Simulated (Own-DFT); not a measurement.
# A layer strained by its substrate: wurtzite GaN, 72 atoms (Ga36N36)

The numbers are computed, not measured, by runs of the plane-wave DFT program Own-DFT (in-house, retired, unreviewed) at fixed positions, with no spin and no spin-orbit coupling.

Method: PBE; PseudoDojo norm-conserving scalar-relativistic files (stringent for Ga); cutoff 96 hartree; 4 x 4 x 3 k mesh centred on Gamma; Gaussian smearing of 0.01 eV.

Limits: forces not confirmed at this smearing and k mesh; stress not checked against mesh or cutoff.

Unstrained cell vectors in Å: (9.567, 0.000, 0.000); (-4.784, 8.285, 0.000); (0.000, 0.000, 10.370). The unstrained cell has measured lattice constants (interpolated for alloys), not those of this functional. That, the random moves and any unrelaxed bonds set the pressure at no strain. Each run strains x and y alike by e, as a substrate would, and holds the height along z. All atoms carry random offsets, Gaussian with a width of 0.05 Å per axis. Stress is positive in tension.

| e (%) | u (Å) | (s_xx + s_yy)/2 (GPa) | s_zz (GPa) |
|---|---|---|---|
| -3.00 | 0.049 | -25.67 | -12.97 |
| -2.50 | 0.047 | -21.69 | -11.26 |
| -2.25 | 0.053 | -20.43 | -11.44 |
| -1.25 | 0.048 | ? | ? |
| -0.75 | 0.049 | -11.89 | -8.44 |
| 1.25 | 0.049 | -0.90 | -5.35 |
| 1.50 | 0.054 | 0.40 | -6.21 |
| 1.75 | 0.054 | 1.19 | -6.60 |
| 2.00 | 0.049 | 2.69 | -4.92 |
| 2.50 | 0.045 | 5.16 | -5.27 |

## Fit

With e as a fraction, the in-plane stress is -7.5 + 543 e - 1643 e² GPa (errors 5 and 442, scatter 0.29), and s_zz is -8.1 + 138 e GPa (slope ± 12, scatter 0.72). At e = 0 the first slope is C11 + C12 and the second 2 C13, both with the ions held to the strained lattice and at the cell's own pressure. The term in e² is negative: the layer stiffens under compression and softens under tension. A free layer would change its height as e changes, and the in-plane slope would drop by 2 C13²/C33 to the biaxial modulus. At fixed height, a misfit of 1 % moves the in-plane stress by about 5.4 GPa and s_zz by 1.4 GPa.

## Prediction

Question: what are the two stresses at e = -1.25 %?

From the fit: -14.6 and -9.9 GPa. The calculation gave -13.22 and -10.13 GPa. This run lies off the fit, by chance or by something that the fit leaves out.
